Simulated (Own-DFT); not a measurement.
SiC (2H silicon carbide, atoms displaced) (calculated)

A calculation, not a measurement: plane-wave PBE density functional theory by an unreviewed code, no spin, of a simulated periodic cell, stress positive in tension, free energy of the whole cell less one offset for each atom, forces on such cells passed a denser k mesh, this cell's mesh not checked; offsets are fitted by least squares, one for each functional and potential file, so energies compare only between cells with the same atoms and settings and are not formation energies; the far tail of each file's local potential was reset to the Coulomb form; each entry is a single point on an unrelaxed cell, so the pressure reflects the starting lattice, mostly measured values (interpolated for alloys), from which strain is counted, and rises with the displacements; printed positions are rounded, which can move forces by about a meV/angstrom; the program, named Own-DFT, is a retired in-house code; no spin-orbit coupling. Program: Own-DFT development build.

Common to all runs: functional PBE; potential files PseudoDojo norm-conserving, scalar-relativistic, standard set; wave cutoff 42 hartree; occupations Fermi-Dirac; smearing width 0.1 eV; hardware one NVIDIA H100; k mesh 5 x 5 x 3 centred on Gamma.

(1) SiC (2H silicon carbide, atoms displaced)

```cif
# cell vector a (Å): 6.1654 0.0000 0.0000
# cell vector b (Å): -3.0827 5.3394 0.0000
# cell vector c (Å): 0.0000 0.0000 10.0681
data_SiC
_symmetry_space_group_name_H-M 'P 1'
_symmetry_Int_Tables_number 1
_cell_length_a 6.1654
_cell_length_b 6.1654
_cell_length_c 10.0681
_cell_angle_alpha 90.000
_cell_angle_beta 90.000
_cell_angle_gamma 120.000
_cell_volume 331.44
loop_
_atom_site_label
_atom_site_type_symbol
_atom_site_fract_x
_atom_site_fract_y
_atom_site_fract_z
_atom_site_occupancy
Si1 Si 0.00496 0.01317 0.99870 1
Si2 Si 0.15884 0.33202 0.25216 1
C1 C 0.98552 0.00127 0.18503 1
C2 C 0.16573 0.33204 0.43154 1
Si3 Si 0.01494 0.00620 0.49302 1
Si4 Si 0.15286 0.32337 0.74074 1
C3 C 0.00124 0.00521 0.69426 1
C4 C 0.18086 0.34242 0.95010 1
Si5 Si 0.98278 0.49669 0.99424 1
Si6 Si 0.16128 0.81195 0.25402 1
C5 C 0.00767 0.49901 0.19347 1
C6 C 0.16842 0.84253 0.43627 1
Si7 Si 0.01454 0.49618 0.49730 1
Si8 Si 0.16720 0.84536 0.74626 1
C7 C 0.98987 0.48564 0.70406 1
C8 C 0.17139 0.83517 0.93961 1
Si9 Si 0.49490 0.00051 0.99531 1
Si10 Si 0.66502 0.33665 0.24617 1
C9 C 0.50591 0.00835 0.19113 1
C10 C 0.67166 0.33605 0.44079 1
Si11 Si 0.52403 0.00393 0.50083 1
Si12 Si 0.66197 0.32491 0.74243 1
C11 C 0.50149 0.98286 0.68694 1
C12 C 0.65309 0.32176 0.93476 1
Si13 Si 0.49093 0.50680 0.00631 1
Si14 Si 0.66225 0.82043 0.24995 1
C13 C 0.49309 0.48496 0.18480 1
C14 C 0.66493 0.81018 0.43221 1
Si15 Si 0.50831 0.51019 0.51036 1
Si16 Si 0.64044 0.81850 0.75458 1
C15 C 0.48036 0.50298 0.69439 1
C16 C 0.66301 0.82221 0.93246 1
```

| Quantity | Value |
| --- | --- |
| free energy of cell above offsets | -1.795 eV |
| pressure | 5.99 GPa |
| stress xx | -4.62 GPa |
| stress yy | -7.19 GPa |
| stress zz | -6.17 GPa |
| stress yz | 0.55 GPa |
| stress xz | -0.74 GPa |
| stress xy | 0.52 GPa |
| wall time | 116.6 s |

Force:
```
element  x (eV/Å)  y (eV/Å)  z (eV/Å)
     Si     0.095    -1.347     0.253
     Si     1.393    -1.234      -1.7
      C     1.642    -0.926     0.925
      C     1.368     0.357     1.896
     Si    -1.705    -0.817     1.282
     Si     0.633      0.93     3.821
      C    -1.006    -2.022    -2.395
      C     -3.18    -0.879    -2.808
     Si     1.859     0.206     0.841
     Si    -0.678     3.713    -1.341
      C    -1.984    -0.601    -1.705
      C     2.594    -1.331     1.165
     Si    -2.452     1.059     1.033
     Si     0.727    -1.915     1.452
      C    -0.318     2.431    -3.374
      C     -1.58    -0.161     -0.83
     Si     1.099    -0.676     1.564
     Si     0.924    -0.589     1.272
      C     -0.22    -1.923    -0.581
      C     0.256     0.122     0.316
     Si    -1.493    -0.803    -1.217
     Si     -1.44    -0.192     1.838
      C    -2.283      1.95    -0.862
      C    -0.305     1.296    -0.195
     Si     2.306    -0.514    -1.339
     Si    -0.582     0.733    -1.197
      C    -0.687     1.389     1.487
      C    -0.052     2.851      1.36
     Si     0.124    -2.227    -1.449
     Si     2.977      0.95     0.177
      C     2.256    -1.493    -1.591
      C     -0.29     1.661     1.902
```

(2) SiC (2H silicon carbide, atoms displaced)

```cif
# cell vector a (Å): 6.1654 0.0000 0.0000
# cell vector b (Å): -3.0827 5.3394 0.0000
# cell vector c (Å): 0.0000 0.0000 10.0681
data_SiC
_symmetry_space_group_name_H-M 'P 1'
_symmetry_Int_Tables_number 1
_cell_length_a 6.1654
_cell_length_b 6.1654
_cell_length_c 10.0681
_cell_angle_alpha 90.000
_cell_angle_beta 90.000
_cell_angle_gamma 120.000
_cell_volume 331.44
loop_
_atom_site_label
_atom_site_type_symbol
_atom_site_fract_x
_atom_site_fract_y
_atom_site_fract_z
_atom_site_occupancy
Si1 Si 0.99088 0.97736 0.99708 1
Si2 Si 0.15492 0.33311 0.25366 1
C1 C 0.00697 0.01004 0.19228 1
C2 C 0.16787 0.34541 0.42613 1
Si3 Si 0.00393 0.99929 0.49411 1
Si4 Si 0.16550 0.33729 0.76303 1
C3 C 0.00219 0.00367 0.67213 1
C4 C 0.17052 0.33449 0.93658 1
Si5 Si 0.99464 0.48638 0.00388 1
Si6 Si 0.17117 0.83950 0.24851 1
C5 C 0.98893 0.49251 0.19317 1
C6 C 0.14766 0.81678 0.43958 1
Si7 Si 0.00850 0.49125 0.49594 1
Si8 Si 0.16226 0.83135 0.75386 1
C7 C 0.98755 0.49446 0.68602 1
C8 C 0.16009 0.82346 0.93154 1
Si9 Si 0.49568 0.99899 0.99977 1
Si10 Si 0.67035 0.32146 0.25077 1
C9 C 0.50784 0.98198 0.18131 1
C10 C 0.66122 0.32419 0.44188 1
Si11 Si 0.48856 0.98144 0.50403 1
Si12 Si 0.66741 0.31974 0.74478 1
C11 C 0.50710 0.01579 0.69169 1
C12 C 0.66217 0.33163 0.94378 1
Si13 Si 0.50179 0.50124 0.00265 1
Si14 Si 0.65392 0.81376 0.24858 1
C13 C 0.49334 0.52219 0.18395 1
C14 C 0.66304 0.82807 0.43242 1
Si15 Si 0.47839 0.49618 0.50215 1
Si16 Si 0.67149 0.83032 0.75235 1
C15 C 0.48260 0.48110 0.69429 1
C16 C 0.67068 0.84547 0.94097 1
```

| Property | Result |
| --- | --- |
| free energy of cell above offsets | -1.978 eV |
| pressure | 5.84 GPa |
| stress xx | -3.29 GPa |
| stress yy | -4.72 GPa |
| stress zz | -9.53 GPa |
| stress yz | -2.14 GPa |
| stress xz | 0.38 GPa |
| stress xy | 0.16 GPa |
| wall time | 128.8 s |

Force:
```
element  x (eV/Å)  y (eV/Å)  z (eV/Å)
     Si     0.159     2.674     1.323
     Si     1.322     0.759    -3.037
      C    -0.053    -1.677    -1.104
      C     1.021    -2.159     2.898
     Si    -1.293     -0.11    -0.788
     Si    -0.705    -0.976    -3.892
      C     -0.15     -0.13     4.071
      C    -0.165    -1.099     2.646
     Si    -0.236     0.405    -0.221
     Si     0.177      -0.8     0.404
      C     0.597     1.431    -1.301
      C     1.744     1.285     -0.84
     Si      -3.5      0.04     1.303
     Si    -0.091     0.191    -2.977
      C     2.118     0.842     0.292
      C     0.293    -0.291     2.322
     Si    -0.009     0.009    -0.489
     Si    -2.404     -0.07     0.564
      C    -2.521      1.63     1.183
      C    -0.499    -0.293    -0.461
     Si    -0.104     1.542    -0.771
     Si    -1.609     3.165     1.961
      C     0.231     -5.11    -0.761
      C     0.402    -0.063    -1.137
     Si    -0.503     0.345    -0.656
     Si     1.422     3.665     1.136
      C     1.257    -5.525     -0.08
      C    -0.219    -0.125     1.395
     Si     3.028     0.104     0.069
     Si    -0.424     0.125    -1.121
      C       0.6     1.846    -0.812
      C     0.113    -1.631    -1.118
```

(3) SiC (2H silicon carbide, atoms displaced)

```cif
# cell vector a (Å): 6.1654 0.0000 0.0000
# cell vector b (Å): -3.0827 5.3394 0.0000
# cell vector c (Å): 0.0000 0.0000 10.0681
data_SiC
_symmetry_space_group_name_H-M 'P 1'
_symmetry_Int_Tables_number 1
_cell_length_a 6.1654
_cell_length_b 6.1654
_cell_length_c 10.0681
_cell_angle_alpha 90.000
_cell_angle_beta 90.000
_cell_angle_gamma 120.000
_cell_volume 331.44
loop_
_atom_site_label
_atom_site_type_symbol
_atom_site_fract_x
_atom_site_fract_y
_atom_site_fract_z
_atom_site_occupancy
Si1 Si 0.99953 0.01856 0.99270 1
Si2 Si 0.17201 0.32783 0.24775 1
C1 C 0.99975 0.99730 0.19329 1
C2 C 0.15560 0.33017 0.43176 1
Si3 Si 0.00811 0.01457 0.49556 1
Si4 Si 0.20032 0.35850 0.74963 1
C3 C 0.02034 0.99264 0.69611 1
C4 C 0.14783 0.33345 0.93794 1
Si5 Si 0.97982 0.47234 0.99517 1
Si6 Si 0.17158 0.84586 0.25009 1
C5 C 0.99735 0.50066 0.18542 1
C6 C 0.16927 0.84959 0.44296 1
Si7 Si 0.00755 0.49277 0.50095 1
Si8 Si 0.17395 0.83633 0.75162 1
C7 C 0.02352 0.50335 0.68672 1
C8 C 0.17614 0.83219 0.93771 1
Si9 Si 0.50061 0.98974 0.00339 1
Si10 Si 0.65954 0.32683 0.25124 1
C9 C 0.50621 0.00227 0.18975 1
C10 C 0.65680 0.32155 0.43064 1
Si11 Si 0.49084 0.99423 0.49439 1
Si12 Si 0.66038 0.35249 0.75416 1
C11 C 0.50652 0.00708 0.69747 1
C12 C 0.64817 0.31917 0.94347 1
Si13 Si 0.49858 0.51019 0.00160 1
Si14 Si 0.67172 0.84459 0.24840 1
C13 C 0.48836 0.50777 0.18610 1
C14 C 0.63925 0.82580 0.44079 1
Si15 Si 0.50081 0.49178 0.49306 1
Si16 Si 0.66544 0.82283 0.75429 1
C15 C 0.50276 0.50839 0.69911 1
C16 C 0.66556 0.83191 0.93118 1
```

| Quantity | Value |
| --- | --- |
| free energy of cell above offsets | -1.293 eV |
| pressure | 6.66 GPa |
| stress xx | -7.94 GPa |
| stress yy | -5.93 GPa |
| stress zz | -6.1 GPa |
| stress yz | 0.49 GPa |
| stress xz | 0.98 GPa |
| stress xy | 2.17 GPa |
| wall time | 118.2 s |

Force:
```
element  x (eV/Å)  y (eV/Å)  z (eV/Å)
     Si     2.095    -3.413     1.029
     Si    -2.535     1.033    -0.453
      C    -0.389     0.803    -1.816
      C     1.858     0.678     0.598
     Si    -1.272    -2.277      2.36
     Si    -4.252    -4.622     1.312
      C    -3.505     2.139    -1.936
      C     3.316     0.914    -1.171
     Si    -1.772     4.109      1.66
     Si     0.668    -2.264     0.072
      C     0.101    -0.371     0.724
      C    -0.323    -2.281    -1.783
     Si    -2.208     1.615    -0.143
     Si     2.026    -0.722     0.477
      C    -2.165    -0.038     0.123
      C    -1.814     -0.79     0.753
     Si    -1.301     0.137     -0.79
     Si     0.501     1.846    -1.942
      C    -0.786     0.017    -0.535
      C      0.81     1.133     2.059
     Si     -0.16     1.052     3.034
     Si     4.008    -2.992     0.328
      C     0.514     0.443    -1.969
      C    -0.282     1.243    -0.693
     Si     0.008    -1.372     0.077
     Si    -0.238    -1.523     1.188
      C     2.108     0.016     0.464
      C     3.372    -0.055    -0.987
     Si    -1.015     0.593     0.896
     Si     0.256     4.265    -1.821
      C     2.023      0.61    -3.793
      C     0.352     0.073     2.678
```
